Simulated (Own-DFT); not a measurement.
# Biaxial strain at fixed height in grey tin, 32 atoms (Sn32)

No measurement is shown. These are fixed-geometry runs of a retired plane-wave code named Own-DFT, which no person has reviewed; spin and spin-orbit coupling are neglected.

Settings: PBE; PseudoDojo norm-conserving scalar-relativistic files; cutoff 42 hartree; 3 x 3 x 5 k mesh centred on Gamma; cold (Marzari-Vanderbilt) smearing of 0.2 eV.

Known weak points: forces on such cells failed a check on a denser k mesh; stress not checked against mesh or cutoff.

Unstrained cell vectors in Å: (12.978, 0.000, 0.000); (0.000, 12.978, 0.000); (0.000, 0.000, 6.489). The unstrained cell has measured lattice constants (interpolated for alloys), not those of this functional. That, the random moves and any unrelaxed bonds set the pressure at no strain. Each run strains x and y alike by e, as a substrate would, and holds the height along z. All atoms carry random offsets, Gaussian with a width of 0.05 Å per axis. Stress is positive in tension.

| e (%) | u (Å) | (s_xx + s_yy)/2 (GPa) | s_zz (GPa) |
|---|---|---|---|
| -3.00 | 0.047 | -7.54 | -6.61 |
| -3.00 | 0.051 | -7.57 | -6.69 |
| -2.25 | 0.050 | -6.56 | -5.83 |
| -2.25 | 0.053 | -6.50 | -5.68 |
| -1.75 | 0.048 | ? | ? |
| -0.75 | 0.056 | -4.63 | -4.42 |
| -0.75 | 0.045 | -4.42 | -4.20 |
| -0.25 | 0.051 | -3.92 | -3.98 |
| -0.25 | 0.046 | -3.90 | -3.88 |
| 0.50 | 0.052 | -3.06 | -3.23 |
| 0.50 | 0.058 | -3.13 | -3.34 |
| 1.50 | 0.053 | -2.10 | -2.52 |
| 1.50 | 0.049 | -2.02 | -2.46 |
| 2.00 | 0.051 | -1.53 | -2.04 |
| 2.00 | 0.051 | -1.59 | -2.06 |

## Fit

With e as a fraction, the in-plane stress is -3.6 + 115 e - 546 e² GPa (errors 1 and 62, scatter 0.06), and s_zz is -3.7 + 87 e - 363 e² GPa (slope ± 2, scatter 0.08). At e = 0 the first slope is C11 + C12 and the second 2 C12, both with the ions held to the strained lattice and at the cell's own pressure. The term in e² is negative: the layer stiffens under compression and softens under tension. A free layer would change its height as e changes, and the in-plane slope would drop by 2 C12²/C11 to the biaxial modulus. At fixed height, a misfit of 1 % moves the in-plane stress by about 1.1 GPa and s_zz by 0.9 GPa.

## Prediction

Q: what are the two stresses at e = -1.75 %?

From the fit: -5.8 and -5.3 GPa. The hidden result is -5.75 and -5.21 GPa.
